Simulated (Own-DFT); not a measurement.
## Calculated data, Hf36O71 (tetragonal hafnia with one neutral oxygen vacancy, atoms displaced)

A calculation, not a measurement: plane-wave PBE and HSE06 DFT by an unreviewed code, no spin, of a simulated cell at Gamma alone, so results move with cell size and shape, stress positive in tension, energies less offsets, not probed for a lower state with spin; hafnium file: forces about 75 meV/angstrom off all-electron values; oxygen file: force components 24 meV/angstrom off all-electron in a glass; k mesh not checked against a denser one; forces and stress are PBE's, HSE06 gives the energy alone, and its difference from PBE has offsets of its own; offsets are fitted by least squares, one for each functional and potential file, so energies compare only between cells with the same atoms and settings and are not formation energies; the far tail of each file's local potential was reset to the Coulomb form; each entry is a single point on an unrelaxed cell, so the pressure reflects the starting lattice, taken from the Materials Project, from which strain is counted, and rises with the displacements; printed positions are rounded, which can move forces by about a meV/angstrom; the program is a retired in-house code; no spin-orbit coupling. Program: Own-DFT development build.

Settings shared by all entries: first functional PBE; second functional HSE06; exact exchange share 0.25; screening 0.11 1/bohr; exchange divergence Gygi-Baldereschi; potential files PseudoDojo norm-conserving, scalar-relativistic, made for PBE, standard set; wave cutoff 48 hartree; occupations fixed; k mesh 1 x 1 x 1 centred on Gamma.

(1) 
```xyz
107
Lattice="10.7800 0.0000 0.0000 0.0000 10.7800 0.0000 0.0000 0.0000 10.4493" Properties=species:S:1:pos:R:3:force_x:R:1:force_y:R:1:force_z:R:1 formula=Hf36O71 PBE_energy_of_cell_above_offsets=-96.427 HSE06_less_PBE_above_offsets=0.048 PBE_pressure=2.1 PBE_stress_xx=-3.32 PBE_stress_yy=-1.1 PBE_stress_zz=-1.88 PBE_stress_yz=-0.63 PBE_stress_xz=-0.25 PBE_stress_xy=-0.09
Hf     0.0828    10.7460     0.0175     -1.134      0.984     -0.262
Hf     1.8493     1.7666     2.6945     -1.092       1.26     -0.509
O     10.6947     1.8097     1.6583      3.191       0.21     -1.139
O      1.7931     0.0133     3.6284     -0.157     -0.969      0.125
O      0.0327     1.7706     4.2522     -0.352     -0.676      0.793
O      1.7877     0.0106     0.9996      0.946       0.02      0.707
Hf    10.6967    10.7476     5.2215       3.15      0.656     -0.453
Hf     1.8413     1.8568     7.9482      -0.82     -1.903      -1.04
O      1.8553     0.0135     8.8568     -0.154      -0.12     -0.069
O      0.0652     1.7460     9.4084     -0.401      0.451      0.209
O      1.8534    10.7428     6.2656     -1.669      0.535      -0.66
Hf    10.7370     3.5591     0.0250     -0.259      0.917     -0.302
Hf     1.7581     5.3883     2.5969      0.155     -0.824      0.439
O     10.7621     5.4125     1.5967      0.741     -0.473      0.196
O      1.7945     3.5424     3.7415     -0.762      1.166     -1.464
O      0.0176     5.5011     4.1932     -0.352      -1.15     -1.243
O      1.8311     3.6304     1.0762     -0.932     -0.054     -0.189
Hf    10.7736     3.6281     5.2195     -0.491      0.597     -0.487
Hf     1.8068     5.3326     7.8120     -1.763      1.168     -0.727
O      0.0176     5.3767     6.6352     -0.407       0.22       2.15
O      1.7047     3.5701     8.9034      0.632      1.193      0.059
O     10.7562     5.4618     9.4110       0.75     -0.805       0.37
O      1.7349     3.6752     6.2234      1.718     -1.244       1.45
Hf     0.0506     7.2655    10.4409     -0.957     -1.787      -0.83
Hf     1.7499     8.9793     2.6191      1.433     -0.261      0.366
O     10.7677     9.0185     1.6913      0.306      0.114     -1.576
O      1.8212     7.1446     3.6496      0.682      0.751     -0.606
O     10.7491     8.8953     4.1585      0.144      2.143     -0.071
O      1.7293     7.1522     1.0341      1.991      0.497      0.096
Hf    10.7277     7.2348     5.1904      1.277     -1.521      2.006
Hf     1.8432     8.9757     7.7896     -1.121     -0.038       0.29
O      0.0080     8.9428     6.8232     -0.652      0.479     -0.199
O      1.7925     7.1898     8.8428      0.235     -0.097      0.073
O     10.7576     9.0188     9.3822       0.03     -0.334      0.598
O      1.8293     7.2565     6.2206     -0.476     -0.129     -0.481
Hf     3.6597    10.7551     0.0338     -1.871       0.24      -1.34
Hf     5.3739     1.7856     2.5752      1.138      0.018      0.426
O      3.6043     1.8624     1.5825      0.114      -0.43      0.015
O      5.3958     0.0438     3.6135     -0.229     -0.182       0.15
O      3.4862     1.8856     4.1533      1.027     -2.529     -0.135
O      5.3307    10.7410     1.0219      2.433      -0.01      0.728
Hf     3.5785    10.7345     5.2489     -0.627      0.171     -0.545
Hf     5.3708     1.7983     7.7733      0.672      0.344      1.315
O      3.6382     1.7517     6.7833      -1.28      0.853      0.274
O      5.4207     0.1028     8.9222     -0.793     -1.774     -0.724
O      3.5530     1.8488     9.4781      0.176     -0.054     -0.433
O      5.2991     0.0048     6.3181      2.123     -0.352     -0.397
Hf     3.5535     3.6508     0.0270      0.033     -0.404     -0.114
Hf     5.4902     5.3273     2.5920     -1.251      0.203       1.02
O      3.6227     5.4098     1.4981      0.272      0.376      0.626
O      5.5067     3.5369     3.6244     -0.695      0.575     -0.891
O      3.6115     5.3149     4.2260      0.344      0.161     -0.712
O      5.3946     3.6507     0.9879     -0.806     -0.163      1.309
Hf     3.6277     3.4927     5.2419     -2.855      1.853     -0.683
Hf     5.3412     5.4782     7.8254      0.702     -2.047     -0.241
O      3.5418     5.4595     6.7430      1.323     -0.024      0.754
O      5.3876     3.6844     8.9038     -0.048     -0.922     -1.317
O      3.5558     5.3803     9.3306      0.165      0.466      0.263
O      5.3213     3.5459     6.1348      2.281      0.306      1.962
Hf     3.6400     7.1528    10.4113      -2.02      0.188      0.414
Hf     5.4437     9.0304     2.6086     -1.158      -0.09      0.792
O      3.6153     9.0418     1.5453     -0.352     -0.657      0.034
O      5.4007     7.1627     3.7432       0.08      0.334     -1.627
O      3.5555     9.0252     4.0898      0.612     -0.582      0.722
O      5.4056     7.2047     1.0116     -0.241      0.431      0.475
Hf     3.6213     7.1450     5.1187     -1.381     -0.094      0.408
Hf     5.3775     8.9199     7.8449     -0.342      2.233     -0.857
O      3.4865     8.9955     6.7369      3.507     -0.294     -0.053
O      5.4044     7.1699     8.8624     -0.236      1.037      0.757
O      3.5367     8.9797     9.3632       1.25      -0.36      0.315
O      5.4707     7.1996     6.2525     -1.906      0.188      1.387
Hf     7.2130    10.7725    10.4044      0.353      2.005      1.336
Hf     9.0130     1.7679     2.5813     -0.843      1.739      0.688
O      7.2529     1.7419     1.6163     -2.068      0.363     -0.852
O      8.9596     0.0207     3.5192      0.063     -0.966      2.597
O      7.1885     1.8530     4.1901      0.263      -1.79      0.938
O      9.0393     0.0473     1.0605     -0.415     -0.652     -1.463
Hf     7.2768    10.7398     5.2557     -2.492      0.832     -1.361
Hf     8.9623     1.7352     7.7559          2      2.071      1.578
O      7.2489     1.8623     6.8419     -1.794      -0.86     -0.696
O      9.0357    10.7441     8.8766     -0.679      1.252     -0.334
O      7.1105     1.7566     9.4187      0.611      0.844      0.233
O      9.0000    10.7205     6.2196     -0.539      0.497      0.975
Hf     7.0706     3.5702     0.0046      2.923      0.449      -1.33
Hf     9.0293     5.4653     2.6442      0.604     -1.389     -0.496
O      7.2250     5.4153     1.6043     -0.341      0.321      0.112
O      9.0381     3.5989     3.6256     -0.088       0.61      0.138
O      7.1396     5.3476     4.2690      0.048      0.946     -0.492
O      9.0311     3.6335     1.0464     -1.474     -0.196     -0.497
Hf     7.1790     3.5859     5.2045      0.982     -0.741      0.228
Hf     8.9574     5.4175     7.8846      2.264     -0.574     -0.014
O      7.2710     5.3789     6.9153     -2.842      0.053     -1.336
O      8.9675     3.6810     8.8872      0.274     -2.322      -0.27
O      7.1492     5.3983     9.4466     -0.486      0.779      1.021
O      8.9890     3.5386     6.2404      0.158     -0.559      0.072
Hf     7.1346     7.2650     0.0622      3.029      -1.71     -1.058
Hf     8.9580     8.9863     2.6062      1.566     -0.106      0.434
O      7.2842     9.0217     1.6338     -2.436     -0.456     -1.815
O      8.8986     7.2289     3.6138     -0.383     -0.283       0.75
O      7.1489     9.0389     4.1474     -0.017     -0.383      1.017
O      9.0954     7.1540     1.0738     -1.822      0.792     -0.383
Hf     7.1561     7.1480     5.2698      1.766      0.397     -1.039
Hf     9.0374     9.0272     7.8981      0.321     -2.181     -0.351
O      7.2288     8.9791     6.8305     -0.705      0.475      0.067
O      8.9553     7.0968     8.9404     -0.441      2.886     -0.371
O      7.1933     9.0976     9.3943     -0.587     -2.433      0.085
O      8.9743     7.1745     6.2229     -0.378      0.298      0.193
```

Units: PBE_energy_of_cell_above_offsets, HSE06_less_PBE_above_offsets in eV; PBE_pressure, PBE_stress_xx, PBE_stress_yy, PBE_stress_zz, PBE_stress_yz, PBE_stress_xz, PBE_stress_xy in GPa; force_x, force_y, force_z in eV/Å.

(2) 
```xyz
107
Lattice="10.7800 0.0000 0.0000 0.0000 10.7800 0.0000 0.0000 0.0000 10.4493" Properties=species:S:1:pos:R:3:force_x:R:1:force_y:R:1:force_z:R:1 formula=Hf36O71 PBE_energy_of_cell_above_offsets=-89.127 HSE06_less_PBE_above_offsets=0.491 PBE_pressure=4.93 PBE_stress_xx=-3.32 PBE_stress_yy=-6.23 PBE_stress_zz=-5.23 PBE_stress_yz=-0.11 PBE_stress_xz=0.75 PBE_stress_xy=-0.1
Hf     0.0252     0.0141     0.0155     -0.036      0.065     -0.268
Hf     1.7613     1.6793     2.7021      0.969      4.472     -4.557
O      0.0695     1.8616     1.6385     -2.204      -1.48     -0.196
O      1.7780     0.0909     3.5728      0.159     -5.402      3.272
O      0.1109     1.8137     4.0799     -2.212     -1.641      1.435
O      1.7113    10.7735     1.0175      1.005      0.049      0.287
Hf     0.0166     0.1352     5.2684      0.685     -3.901       0.04
Hf     1.7947     1.7687     7.7599      0.773     -0.381      1.845
O      0.0446     1.9043     6.8470     -1.238     -1.192     -1.306
O      1.8704    10.7159     8.8639     -0.963      1.965      0.296
O     10.7253     1.7377     9.4313      0.076      0.763     -0.658
O      1.8140     0.0535     6.3826     -0.701      0.263     -2.154
Hf     0.0017     3.6546    10.3350     -1.481     -2.203      2.415
Hf     1.9223     5.3607     2.6178     -2.487      0.195      1.175
O      0.0643     5.4284     1.6804      0.126      0.555     -0.599
O      1.6491     3.4788     3.5734      1.597      2.225      1.335
O     10.7572     5.3916     4.3736     -0.119       -1.4     -0.994
O      1.6276     3.5092     1.1292       2.44      1.129     -1.479
Hf    10.7553     3.4143     5.2271      -0.52      4.287     -0.464
Hf     1.8625     5.3773     7.7454     -0.327     -0.423      1.239
O      0.1523     5.3889     6.8073     -3.042     -0.117      1.128
O      1.7980     3.5469     8.7589      0.155     -0.223      1.241
O      0.0761     5.2902     9.4167     -0.261      3.336     -0.626
O      1.6944     3.4517     6.2562      2.736      0.797     -0.721
Hf     0.0729     7.2467    10.4184     -0.493     -1.433      1.128
Hf     1.7293     8.9737     2.6476      0.232     -0.353     -0.375
O     10.6471     8.9642     1.5309      3.574     -0.702     -0.876
O      1.7441     7.2898     3.6240       0.66      -1.76     -1.085
O     10.7550     8.9095     4.3010      0.242      3.183     -1.921
Hf    10.6626     7.1545     5.3495      4.445      0.331      -3.81
Hf     1.8547     8.9411     7.8428     -1.293      0.419     -1.734
O     10.7359     8.9654     6.6760     -0.135      1.209      3.033
O      1.7919     7.1339     8.7489      0.016     -0.285      1.522
O      0.0794     8.9942     9.4497     -0.301     -0.184     -0.405
O      1.6399     7.2213     6.2437      4.013     -0.267      0.456
Hf     3.4543    10.7355    10.2892       1.72      0.281      1.632
Hf     5.4800     1.7176     2.5551     -1.223      1.502      -0.42
O      3.6999     1.7309     1.6137     -1.841      0.289      0.264
O      5.3343    10.7545     3.5297      0.182      3.201      3.286
O      3.5548     1.7801     4.2338      0.341     -0.657     -0.045
O      5.4455    10.7579     0.9973     -0.754     -0.167      0.651
Hf     3.6036    10.7733     5.2126      0.124     -1.925      1.656
Hf     5.3897     1.7528     7.8182      1.711     -0.136      1.336
O      3.5697     1.7868     6.8941      0.517      0.697     -1.858
O      5.4502    10.7359     8.9454     -0.753     -0.086     -1.216
O      3.8109     1.6955     9.4515     -1.734      1.765      0.451
O      5.3389    10.7100     6.2960      0.426      0.791     -1.505
Hf     3.4338     3.5386     0.1875      1.283      -0.71     -1.802
Hf     5.4087     5.3756     2.6574     -0.079      1.654      0.201
O      3.6670     5.3551     1.6783     -1.651     -0.244     -1.465
O      5.3293     3.6218     3.5950      0.195     -1.571      0.556
O      3.4861     5.4778     4.1576     -0.027     -2.469      0.399
O      5.3010     3.5782     1.0143      1.281     -0.268     -0.003
Hf     3.5513     3.4365     5.2271       0.73      1.622      0.365
Hf     5.3697     5.4252     7.7605      1.736     -1.166      1.683
O      3.7271     5.5320     6.8109      -4.17      -0.82     -0.836
O      5.4043     3.5377     8.7818      0.839       1.48      0.042
O      3.6151     5.2588     9.4703     -0.497      0.931      0.205
O      5.3553     3.6878     6.2059     -1.011     -0.556     -0.869
Hf     3.5873     7.1841    10.3638      0.734      0.158      0.484
Hf     5.2430     9.1483     2.6360      0.739     -5.153     -3.522
O      3.4990     8.9367     1.5100     -0.345      0.105       0.05
O      5.4974     7.2650     3.5909      0.186     -0.669      0.495
O      3.6484     8.9479     4.1423       -0.6      0.902      0.728
O      5.3125     7.1833     0.9471     -0.028      0.071     -0.065
Hf     3.5302     7.0468     5.2662     -0.437      3.075      0.018
Hf     5.4352     8.9949     7.8709     -1.406      0.767      0.185
O      3.5789     9.1210     6.8550          0     -0.766     -1.119
O      5.3070     7.2183     8.9542       0.25     -0.271     -1.553
O      3.4768     9.0407     9.2457      0.729     -2.289      1.643
O      5.2827     7.1645     6.2593      2.345      0.864     -0.322
Hf     7.2326     0.0004     0.0445     -1.312      0.721     -0.786
Hf     8.9828     1.7338     2.6281      1.337      1.467     -0.694
O      7.2446     1.6914     1.6660     -0.225      0.385     -0.911
O      8.8210    10.7299     3.6902      1.523      0.907       -1.4
O      7.1861     1.7366     4.3027     -0.328      1.341     -1.717
O      9.0791     0.0127     1.0276     -0.926      0.289      0.481
Hf     7.2177    10.7166     5.1324      0.118      1.875      3.266
Hf     9.0808     1.8217     7.8937     -3.498      0.856     -0.183
O      7.1589     1.9061     6.8376      0.781     -0.593     -0.154
O      8.9434    10.7436     8.7940      0.722      0.632      0.505
O      7.1759     1.7374     9.3111      0.391      0.465      2.385
O      9.0609     0.0665     6.1204     -1.261        0.5      1.335
Hf     7.0811     3.6615    10.4438      0.716     -1.523     -0.819
Hf     9.0325     5.4525     2.6085      0.733      0.159     -0.933
O      7.0356     5.4831     1.6148      2.325     -0.817     -0.527
O      8.9544     3.7413     3.5884     -0.488     -3.176      1.304
O      7.1003     5.3866     4.2984      0.249      1.909     -2.383
O      8.9621     3.5656     1.0792     -0.442      0.516     -1.076
Hf     7.2038     3.6506     5.1282     -0.179     -2.066      2.522
Hf     8.9042     5.5130     7.7285      1.023     -2.082      0.203
O      7.1417     5.3195     6.6318      1.419      1.231      2.576
O      8.8766     3.5974     8.9179      0.519      1.232       -0.7
O      7.0968     5.4655     9.5256      0.354     -1.988     -2.298
O      8.9857     3.5711     6.3146      0.384      0.295     -0.817
Hf     7.1869     7.1245    10.4414      -0.93      3.117      2.842
Hf     9.0760     8.9803     2.5729     -3.126     -0.383      1.399
O      7.1695     8.9066     1.7247      0.543       0.61     -0.612
O      9.1019     7.2261     3.6242     -1.731     -0.466      1.298
O      7.1964     9.0466     4.2264     -0.353     -1.553     -0.598
O      8.9550     7.0967     1.1678      0.523       0.26     -2.018
Hf     7.2300     7.2715     5.0359     -1.716     -0.997      1.276
Hf     8.9067     9.0188     7.9096       1.25     -0.546      -1.27
O      7.1574     9.0700     6.8634      1.476     -0.668     -1.055
O      8.9550     7.2102     9.0006      -0.05     -0.285     -1.342
O      7.1107     9.1066     9.4126      1.115      -2.68      0.346
O      9.0962     7.2389     6.2566     -6.546     -1.068      3.208
```

Units: PBE_energy_of_cell_above_offsets, HSE06_less_PBE_above_offsets in eV; PBE_pressure, PBE_stress_xx, PBE_stress_yy, PBE_stress_zz, PBE_stress_yz, PBE_stress_xz, PBE_stress_xy in GPa; force_x, force_y, force_z in eV/Å.
